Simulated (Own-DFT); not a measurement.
GaN (wurtzite, strained, atoms displaced), GaP (zincblende, atoms displaced) (calculated)

Computed with Own-DFT development build. A calculation, not a measurement: plane-wave PBE density functional theory by an unreviewed code, no spin, of a simulated periodic cell, stress positive in tension, free energy of the whole cell less one offset for each atom, forces on such cells passed a denser k mesh, this cell's mesh not checked; offsets are fitted by least squares, one for each functional and potential file, so energies compare only between cells with the same atoms and settings and are not formation energies; the far tail of each file's local potential was reset to the Coulomb form; each entry is a single point on an unrelaxed cell, so the pressure reflects the starting lattice, mostly measured values (interpolated for alloys), from which strain is counted, and rises with the displacements; printed positions are rounded, which can move forces by about a meV/angstrom; the program, named Own-DFT, is a retired in-house code; no spin-orbit coupling.

Settings shared by all entries: functional PBE; potential files PseudoDojo norm-conserving, scalar-relativistic, standard set; wave cutoff 42 hartree; occupations Fermi-Dirac; smearing width 0.1 eV.

(1) GaN (wurtzite, strained, atoms displaced)

```
GaN
1.0
     12.5240    -0.2474     0.1685
     -4.8572     8.2378     0.0254
      0.1370     0.1108    10.5686
Ga N Ga N Ga N Ga N Ga N Ga N Ga N Ga N Ga N Ga N Ga N Ga N Ga N Ga N Ga N Ga N Ga N Ga N Ga N Ga N Ga N Ga N Ga N Ga N
2 2 2 2 2 2 2 2 2 2 2 2 2 2 2 2 2 2 2 2 2 2 2 2 2 2 2 2 2 2 2 2 2 2 2 2 2 2 2 2 2 2 2 2 2 2 2 2
Direct
  0.08647 0.21953 0.99267
  0.16556 0.10590 0.24460
  0.08619 0.22893 0.19285
  0.17401 0.12012 0.42890
  0.08037 0.22234 0.50556
  0.17220 0.12572 0.74784
  0.08532 0.22183 0.69667
  0.16731 0.12306 0.93971
  0.08284 0.55177 0.99479
  0.16619 0.44435 0.25952
  0.08477 0.56001 0.18689
  0.15704 0.44700 0.44423
  0.07676 0.55161 0.49401
  0.15917 0.43719 0.75078
  0.08645 0.55816 0.68697
  0.16422 0.44110 0.94173
  0.08315 0.88261 0.00443
  0.17080 0.78282 0.25030
  0.07554 0.88155 0.19040
  0.17807 0.77953 0.43965
  0.08540 0.88351 0.50317
  0.16197 0.77291 0.75462
  0.08796 0.89600 0.68375
  0.17508 0.78393 0.92906
  0.34038 0.22857 0.99523
  0.40829 0.09791 0.24293
  0.33164 0.22982 0.19046
  0.41209 0.11203 0.43628
  0.32989 0.22439 0.49881
  0.41503 0.11035 0.74687
  0.33961 0.22861 0.68741
  0.41527 0.11054 0.93519
  0.33136 0.56122 0.99872
  0.41135 0.44392 0.25184
  0.34189 0.56230 0.18810
  0.41663 0.44850 0.43322
  0.33680 0.55876 0.50083
  0.41490 0.45121 0.74935
  0.33206 0.55561 0.68976
  0.41969 0.45033 0.93298
  0.32785 0.88884 0.99776
  0.41556 0.77920 0.24381
  0.33720 0.89426 0.18505
  0.41760 0.78337 0.44311
  0.33402 0.88619 0.49555
  0.41264 0.76745 0.75476
  0.33728 0.88715 0.68649
  0.41424 0.77998 0.93394
  0.58533 0.22021 0.99544
  0.66296 0.10237 0.24482
  0.57735 0.21320 0.18570
  0.66587 0.10803 0.43435
  0.57379 0.21613 0.50365
  0.67244 0.11613 0.73768
  0.58997 0.21584 0.68329
  0.67036 0.11879 0.93997
  0.58509 0.55567 0.99874
  0.66662 0.44160 0.24949
  0.59288 0.55866 0.19322
  0.66878 0.43823 0.43748
  0.58546 0.56270 0.49725
  0.66857 0.43851 0.74606
  0.58102 0.56122 0.67972
  0.66448 0.44316 0.93654
  0.57829 0.88980 0.00032
  0.66138 0.77446 0.25324
  0.58089 0.88790 0.19162
  0.66501 0.78013 0.44745
  0.57601 0.88638 0.50248
  0.66419 0.77889 0.75759
  0.58577 0.88788 0.69116
  0.67271 0.77774 0.94093
  0.83638 0.22261 0.99977
  0.91565 0.11318 0.25604
  0.83343 0.22815 0.19072
  0.91663 0.10052 0.43935
  0.83331 0.21740 0.50401
  0.91569 0.10482 0.75477
  0.83614 0.21717 0.68369
  0.91439 0.11178 0.94033
  0.83418 0.56269 0.99895
  0.91277 0.44388 0.24787
  0.83665 0.55369 0.18685
  0.92312 0.45165 0.43722
  0.83698 0.56160 0.49545
  0.91399 0.43964 0.74767
  0.83935 0.56315 0.69073
  0.91957 0.44804 0.93985
  0.84050 0.88683 0.99685
  0.91475 0.78513 0.25055
  0.82577 0.87803 0.19082
  0.91424 0.77925 0.44111
  0.82850 0.87773 0.50167
  0.91482 0.78110 0.75522
  0.84176 0.88879 0.69239
  0.91873 0.76571 0.93648
```

```
k mesh                            : 3 x 4 x 3 centred on Gamma
free energy of cell above offsets : 26.616 eV
pressure                          : 11.14 GPa
stress xx                         : -16.27 GPa
stress yy                         : -15.78 GPa
stress zz                         : -1.38 GPa
stress yz                         : 1.25 GPa
stress xz                         : 1.49 GPa
stress xy                         : -5.28 GPa
```

Force:
```
element  x (eV/Å)  y (eV/Å)  z (eV/Å)
     Ga    -2.118     0.972     2.574
     Ga    -1.421     0.664     0.722
      N     0.206    -0.897    -1.051
      N    -1.886    -1.394     0.996
     Ga     1.011    -0.429     -0.49
     Ga     0.819    -2.085     0.802
      N    -0.654     0.125     -1.63
      N     2.474    -2.565     -0.96
     Ga     0.239     0.804     1.373
     Ga    -0.353     0.462    -0.877
      N     0.875     0.081    -0.244
      N     2.718    -0.735     -0.46
     Ga      1.45     2.154     2.145
     Ga      0.04      1.54     0.423
      N    -0.302    -0.695    -0.252
      N     0.057     0.584    -1.165
     Ga     0.388     0.948    -0.585
     Ga    -1.023    -1.275       0.6
      N     2.244     1.043     -0.98
      N    -3.324    -0.872    -1.492
     Ga     0.036     1.087     -0.69
     Ga      0.34     1.079    -2.094
      N     0.138     -0.07     1.112
      N    -2.288    -1.179     1.528
     Ga    -0.711    -0.021     0.968
     Ga    -0.459     3.664     1.792
      N     1.762    -1.032    -1.732
      N    -0.064    -0.279    -0.495
     Ga     1.262     0.246     0.249
     Ga     0.396     -0.62     0.204
      N      0.08     0.243    -0.506
      N     0.118       0.3    -0.315
     Ga     0.959    -0.975     0.697
     Ga     1.509     0.432    -0.119
      N    -1.376    -0.393    -0.563
      N    -0.145     0.136     0.642
     Ga    -0.978    -0.333     0.221
     Ga     0.798    -0.485     0.009
      N    -0.249    -0.679    -0.697
      N    -0.681     0.349     0.456
     Ga     1.872     0.771     0.425
     Ga    -0.655    -0.333     1.713
      N    -0.075    -2.186    -1.354
      N    -0.241    -1.453    -1.999
     Ga      0.74     1.634     2.179
     Ga    -0.495     1.735    -0.968
      N    -0.337     0.011     0.012
      N     -0.06     0.182     0.971
     Ga    -0.671     0.299     1.043
     Ga    -0.731     1.637     1.246
      N     0.765     0.792    -0.417
      N    -0.301     0.379     0.404
     Ga     1.392     0.206    -1.278
     Ga    -0.635    -1.954     2.183
      N    -1.736     1.072     0.334
      N     0.399    -1.189    -1.238
     Ga      0.03     -0.15     1.025
     Ga     0.078    -0.946     0.421
      N    -1.642    -0.726    -1.055
      N    -1.027     0.772     0.022
     Ga      0.55    -1.878      0.18
     Ga    -1.354     0.742     0.151
      N     1.513    -0.335     1.078
      N     0.323     0.185    -0.594
     Ga     1.453     0.288     0.031
     Ga    -0.388    -0.092     0.713
      N     1.226    -0.521    -1.502
      N    -0.629     0.535    -1.822
     Ga     1.757      0.94     0.764
     Ga     0.783    -0.334    -0.816
      N     -0.25     0.145    -0.212
      N    -1.294     0.585    -0.165
     Ga    -0.569     0.506     1.019
     Ga    -0.134    -0.353    -0.688
      N     1.009    -1.194    -0.745
      N    -0.935     0.787     0.369
     Ga     -0.17     0.115    -1.688
     Ga      -0.6     0.066     0.031
      N     1.367       0.9     0.437
      N     0.899    -0.495    -0.479
     Ga     0.398    -3.542     1.343
     Ga     0.673     0.477      0.67
      N    -0.776     1.054    -0.366
      N    -2.691    -1.889    -0.833
     Ga     0.045    -1.444     0.972
     Ga     0.072     0.699     0.561
      N     0.262    -0.697    -0.869
      N    -0.969    -0.502    -1.041
     Ga     -0.65     0.027     1.227
     Ga    -0.789    -2.103     1.069
      N     0.734      2.17    -1.022
      N     1.158     0.389    -1.075
     Ga     0.135     1.157     1.154
     Ga     1.752    -0.501    -0.599
      N    -1.956     0.176    -0.643
      N    -0.511     3.484     -0.39
```

(2) GaP (zincblende, atoms displaced)

```
GaP
1.0
     10.9010     0.0000     0.0000
      0.0000    10.9010     0.0000
      0.0000     0.0000    10.9010
Ga P Ga P Ga P Ga P Ga P Ga P Ga P Ga P
4 4 4 4 4 4 4 4 4 4 4 4 4 4 4 4
Direct
  0.99815 0.00492 0.99863
  0.00176 0.25238 0.24745
  0.25288 0.00249 0.25077
  0.24390 0.24560 0.00062
  0.12369 0.12492 0.11139
  0.12973 0.37025 0.37149
  0.37366 0.12312 0.37342
  0.37682 0.36689 0.12354
  0.99526 0.00127 0.50782
  0.00048 0.24707 0.74725
  0.25433 0.99644 0.75870
  0.24929 0.24851 0.50326
  0.12805 0.11648 0.62173
  0.12392 0.37619 0.87085
  0.36970 0.12863 0.86724
  0.38085 0.37703 0.62422
  0.99687 0.50523 0.99445
  0.00141 0.75007 0.25697
  0.25756 0.48613 0.24545
  0.24246 0.74507 0.98685
  0.12893 0.61825 0.12614
  0.12476 0.87553 0.37446
  0.37077 0.62456 0.38041
  0.37719 0.87621 0.12575
  0.99961 0.49788 0.50001
  0.99695 0.74864 0.75538
  0.25321 0.50557 0.75384
  0.24680 0.74766 0.50025
  0.12668 0.61740 0.62231
  0.12369 0.87297 0.88379
  0.37575 0.62108 0.87769
  0.38196 0.87620 0.62364
  0.50397 0.99513 0.00061
  0.49990 0.24944 0.24552
  0.75599 0.99888 0.24718
  0.75350 0.24905 0.99519
  0.62504 0.12842 0.12306
  0.62038 0.37475 0.37621
  0.87356 0.12877 0.37293
  0.87914 0.37897 0.11515
  0.50094 0.99537 0.49913
  0.50220 0.25072 0.75286
  0.75352 0.00375 0.74565
  0.74889 0.23996 0.50289
  0.63387 0.12782 0.61963
  0.61566 0.37131 0.87624
  0.87473 0.12707 0.86230
  0.87293 0.37011 0.62164
  0.50169 0.49756 0.00042
  0.50352 0.74959 0.24898
  0.75074 0.49676 0.25326
  0.74208 0.75133 0.99842
  0.62080 0.62067 0.12944
  0.63344 0.87413 0.37780
  0.87210 0.61831 0.36629
  0.87869 0.87569 0.12936
  0.48693 0.49734 0.49804
  0.50464 0.75178 0.75371
  0.75083 0.50249 0.75297
  0.74023 0.75192 0.50268
  0.62362 0.61965 0.61570
  0.62359 0.87306 0.87744
  0.87002 0.62389 0.87261
  0.87831 0.87734 0.62409
```

```
hardware                          : one NVIDIA H100
k mesh                            : 3 x 3 x 3 centred on Gamma
free energy of cell above offsets : -33.586 eV
pressure                          : 3.22 GPa
stress xx                         : -3.23 GPa
stress yy                         : -3.32 GPa
stress zz                         : -3.13 GPa
stress yz                         : 0.25 GPa
stress xz                         : -0.08 GPa
stress xy                         : -0.8 GPa
wall time                         : 532.1 s
```

Force:
```
element  x (eV/Å)  y (eV/Å)  z (eV/Å)
     Ga    -0.752    -0.465    -0.299
     Ga    -0.085    -0.166    -0.437
     Ga    -0.537    -0.291     -0.59
     Ga     0.722     0.997    -0.957
      P    -0.161    -0.332     2.099
      P    -0.362     0.229     0.481
      P     0.521      0.38     0.387
      P    -0.031     0.122    -0.819
     Ga      0.46     0.164    -1.478
     Ga     0.673     0.428    -0.716
     Ga    -0.535    -0.497    -1.062
     Ga     0.345    -0.013    -0.122
      P     0.115     0.504     0.928
      P     0.027    -0.016     0.205
      P     0.948    -0.199     1.227
      P     -1.14     -0.78     0.839
     Ga     0.774    -0.137     0.135
     Ga      0.21    -0.542    -0.694
     Ga    -0.355     1.076     0.488
     Ga     1.004    -0.423     1.995
      P    -0.245     0.455    -0.108
      P    -0.045     0.424     0.473
      P     0.077     0.099    -1.361
      P     -0.49    -0.567    -0.372
     Ga    -0.201    -0.342    -0.604
     Ga     0.521     0.025    -0.714
     Ga    -0.112    -0.955    -0.589
     Ga     0.099     0.478     0.234
      P    -0.414     0.919     0.631
      P    -0.624     0.619    -1.351
      P     0.528     0.651    -0.252
      P    -0.895    -0.606     0.624
     Ga     -0.69     0.919     0.015
     Ga     0.209     -0.24     0.758
     Ga    -0.583     0.465     0.227
     Ga    -0.193     0.142       0.1
      P     0.547    -0.649    -0.133
      P     0.261    -0.363     0.078
      P     0.547    -0.417    -0.063
      P    -0.612    -0.472       0.8
     Ga     0.424     0.709    -0.353
     Ga     -0.24    -0.463    -1.094
     Ga     -0.53     -0.76     0.015
     Ga     0.581     1.807    -1.344
      P     -2.07    -1.189     1.289
      P     1.531     0.599     0.034
      P     0.084    -0.296     1.398
      P     0.083     0.366     0.361
     Ga     -0.45    -0.026     0.446
     Ga    -0.511     0.161     0.663
     Ga    -0.461    -0.727    -0.829
     Ga     0.756    -0.418     0.893
      P      0.61     0.053    -0.478
      P    -0.959     0.552    -0.994
      P     0.446     1.017     1.563
      P    -0.098    -0.438    -0.956
     Ga     1.241     0.304    -0.424
     Ga    -0.313    -0.803    -0.769
     Ga    -0.745    -0.896     -0.89
     Ga     1.567    -0.664    -0.031
      P    -0.305     0.041     1.248
      P     0.595     0.815    -0.768
      P    -0.005     0.706     0.548
      P    -0.757    -1.076     0.467
```

(3) GaP (zincblende, atoms displaced)

```
GaP
1.0
     10.9010     0.0000     0.0000
      0.0000    10.9010     0.0000
      0.0000     0.0000    10.9010
Ga P Ga P Ga P Ga P Ga P Ga P Ga P Ga P
4 4 4 4 4 4 4 4 4 4 4 4 4 4 4 4
Direct
  0.99429 0.99871 0.00801
  0.99622 0.25346 0.24554
  0.25275 0.00202 0.25285
  0.24240 0.24988 0.00336
  0.12952 0.12703 0.12534
  0.13090 0.37692 0.37542
  0.37265 0.12630 0.37399
  0.37501 0.37119 0.12456
  0.99601 0.99406 0.49976
  0.99521 0.24900 0.75122
  0.24605 0.99946 0.75588
  0.25736 0.24853 0.49908
  0.13366 0.12801 0.62441
  0.12610 0.37150 0.87260
  0.37948 0.12304 0.86969
  0.37504 0.36654 0.62394
  0.99624 0.50390 0.00472
  0.00890 0.74527 0.25175
  0.25447 0.50580 0.25178
  0.24281 0.74641 0.99306
  0.12807 0.62716 0.13135
  0.12212 0.87647 0.37938
  0.36898 0.61654 0.36499
  0.37675 0.87390 0.13154
  0.00136 0.49385 0.50288
  0.99525 0.74929 0.74734
  0.25260 0.49851 0.74081
  0.24745 0.74666 0.50394
  0.12479 0.61867 0.62235
  0.12174 0.87808 0.87519
  0.37518 0.62819 0.87091
  0.38223 0.87345 0.62755
  0.49078 0.00305 0.99907
  0.50393 0.24423 0.26205
  0.75680 0.00083 0.25077
  0.75304 0.24889 0.00335
  0.62725 0.12604 0.12173
  0.62374 0.37042 0.37457
  0.87942 0.12114 0.36863
  0.87153 0.36937 0.12581
  0.50627 0.00268 0.49962
  0.50872 0.25261 0.75529
  0.75713 0.00094 0.74889
  0.74492 0.25266 0.50355
  0.62679 0.12746 0.63154
  0.62936 0.37363 0.87123
  0.88399 0.12476 0.88042
  0.86976 0.36993 0.62884
  0.50253 0.49877 0.99668
  0.50281 0.75248 0.24420
  0.74730 0.50200 0.24090
  0.74316 0.74461 0.99963
  0.62307 0.62485 0.12613
  0.62190 0.87742 0.38069
  0.87119 0.62847 0.37626
  0.86991 0.87784 0.11908
  0.49665 0.50360 0.50300
  0.50009 0.75116 0.75444
  0.74539 0.49606 0.75330
  0.73868 0.75436 0.50539
  0.62256 0.63350 0.62295
  0.62860 0.87722 0.87030
  0.87912 0.61974 0.88217
  0.87208 0.87346 0.62450
```

```
hardware                          : one NVIDIA H100
k mesh                            : 3 x 3 x 3 centred on Gamma
free energy of cell above offsets : -33.480 eV
pressure                          : 3.24 GPa
stress xx                         : -3.2 GPa
stress yy                         : -3.29 GPa
stress zz                         : -3.23 GPa
stress yz                         : 0.36 GPa
stress xz                         : -0.25 GPa
stress xy                         : -0.41 GPa
wall time                         : 542.5 s
```

Force:
```
element  x (eV/Å)  y (eV/Å)  z (eV/Å)
     Ga     1.104     0.284    -0.322
     Ga      1.07    -0.344     0.752
     Ga    -0.498    -0.388     -0.02
     Ga     1.196     0.116    -0.833
      P    -0.895    -0.696     0.466
      P    -0.525    -0.379    -0.248
      P     0.629    -0.662     0.539
      P     0.296     0.187     0.243
     Ga     0.483     0.936     0.313
     Ga      0.89    -0.099    -0.261
     Ga     0.727    -0.029    -0.829
     Ga    -0.818     0.097    -0.257
      P    -1.257    -0.494     0.003
      P    -0.337     0.914     0.161
      P    -0.839      0.76     0.506
      P     0.905     0.816     0.416
     Ga     1.117     -1.07     0.341
     Ga    -1.322     0.951     0.226
     Ga    -1.032    -1.953    -1.417
     Ga      0.56     0.443      0.59
      P     -0.06    -0.625    -1.048
      P     0.733    -0.286    -0.375
      P     1.865     2.244     1.987
      P    -0.781     0.142    -1.193
     Ga    -0.667     0.055    -0.473
     Ga       0.5     -0.34     0.344
     Ga    -0.022    -0.327     0.833
     Ga     0.645     0.289    -0.474
      P    -0.416     0.629     0.446
      P    -0.539    -0.369     0.158
      P    -0.157      -0.8     0.289
      P    -0.976     0.311    -0.328
     Ga     1.017    -0.492     0.251
     Ga    -0.253     0.192    -1.586
     Ga     -0.96    -0.263    -0.306
     Ga    -0.242     -0.31    -0.721
      P    -0.481    -0.413     0.593
      P     0.314     1.311     0.362
      P    -0.252     0.813     1.169
      P     0.234     1.193    -0.255
     Ga    -0.906     0.351     0.586
     Ga    -0.991    -0.408    -0.501
     Ga    -0.102     0.318     0.526
     Ga     0.537    -0.676    -0.591
      P     0.194    -0.384     -0.52
      P    -0.149     0.081     1.347
      P    -0.973    -0.043    -0.367
      P     0.371     0.588    -0.284
     Ga    -0.602    -0.159     0.132
     Ga    -0.235    -0.336     1.177
     Ga     0.372    -0.407      1.27
     Ga     0.532     0.603    -0.397
      P    -0.246      -0.1    -0.545
      P     0.484    -0.052     -1.28
      P     0.043    -0.414     0.086
      P     0.188     -1.43      0.98
     Ga     0.037    -0.441    -0.462
     Ga     0.275     0.323     -0.24
     Ga     0.701     1.066    -0.735
     Ga     1.151    -0.025    -0.829
      P    -0.291    -1.463     0.986
      P    -0.357    -0.001     0.733
      P     -1.06     0.733     -1.07
      P     0.073    -0.068    -0.046
```
